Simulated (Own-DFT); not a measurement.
# What a defect does to the pressure of its cell: C40 NbSi2

No measurement is shown. These are fixed-geometry runs of a retired plane-wave code named Own-DFT, which no person has reviewed; spin and spin-orbit coupling are neglected.

Common settings: PBE; PseudoDojo norm-conserving scalar-relativistic files; cutoff 42 hartree; 4 x 4 x 5 k mesh centred on Gamma; cold (Marzari-Vanderbilt) smearing of 0.2 eV.

Keep in mind: forces on such cells failed a check on a denser k mesh; stress not checked against mesh or cutoff.

All runs share one cell, with vectors in Å (0.000, 8.324, 0.000); (-9.613, 0.000, 0.000); (0.000, 0.000, 6.586) and a volume of 527.0 Å³. Atoms were moved at random from their sites; u is the rms move along one axis. The defect's site can differ from row to row.

| cell | formula | u (Å) | P (GPa) |
|---|---|---|---|
| no defect | Nb12Si24 | 0.0187 | 1.49 |
| no defect | Nb12Si24 | 0.0197 | 1.48 |
| no defect | Nb12Si24 | 0.0525 | 2.55 |
| two Nb on a Si site each | Nb14Si22 | 0.0299 | 7.53 |
| two Nb on a Si site each | Nb14Si22 | 0.0309 | 7.66 |
| two Nb on a Si site each | Nb14Si22 | 0.0473 | 8.05 |
| one Si vacancy | Nb12Si23 | 0.0298 | 1.22 |
| one Si vacancy | Nb12Si23 | 0.0329 | 1.04 |
| one Si vacancy | Nb12Si23 | 0.0475 | 1.85 |
| two Si on a Nb site each | Nb10Si26 | 0.0260 | ? |
| two Si on a Nb site each | Nb10Si26 | 0.0311 | 1.69 |
| two Si on a Nb site each | Nb10Si26 | 0.0488 | 2.23 |
| two Si on a Nb site each | Nb10Si26 | 0.0511 | 2.65 |
| two Nb vacancies | Nb10Si24 | 0.0300 | -0.24 |
| two Nb vacancies | Nb10Si24 | 0.0318 | -0.17 |
| two Nb vacancies | Nb10Si24 | 0.0521 | 0.85 |

## What the rows give

P = P0 + c u² + a shift for each defect gives P0 = 1.27 GPa, c = 489 ± 42 GPa/Å² and a scatter of 0.13 GPa. The shifts, and each times the cell's volume:

- two Nb on a Si site each: 5.81 ± 0.11 GPa, 19.1 eV (9.6 eV for each of its 2 sites)
- two Si on a Nb site each: -0.05 ± 0.11 GPa, -0.2 eV (-0.1 eV for each of its 2 sites) (not resolved)
- one Si vacancy: -0.59 ± 0.11 GPa, -2.0 eV
- two Nb vacancies: -1.88 ± 0.11 GPa, -6.2 eV (-3.1 eV for each of its 2 sites)

A positive shift means that the defect pushes the cell outwards. Shift times volume (160.2 GPa Å³ is 1 eV) depends little on the cell's size, so, taken for each site, it can be compared between cells at like pressure. The atoms around the defects weren't relaxed, which would change these numbers.

## Withheld run

The question: what pressure belongs in the blank (two Si on a Nb site each, u = 0.0260 Å)?

The fitted form gives 1.55 ± 0.16 GPa. DFT gave 1.52 GPa.
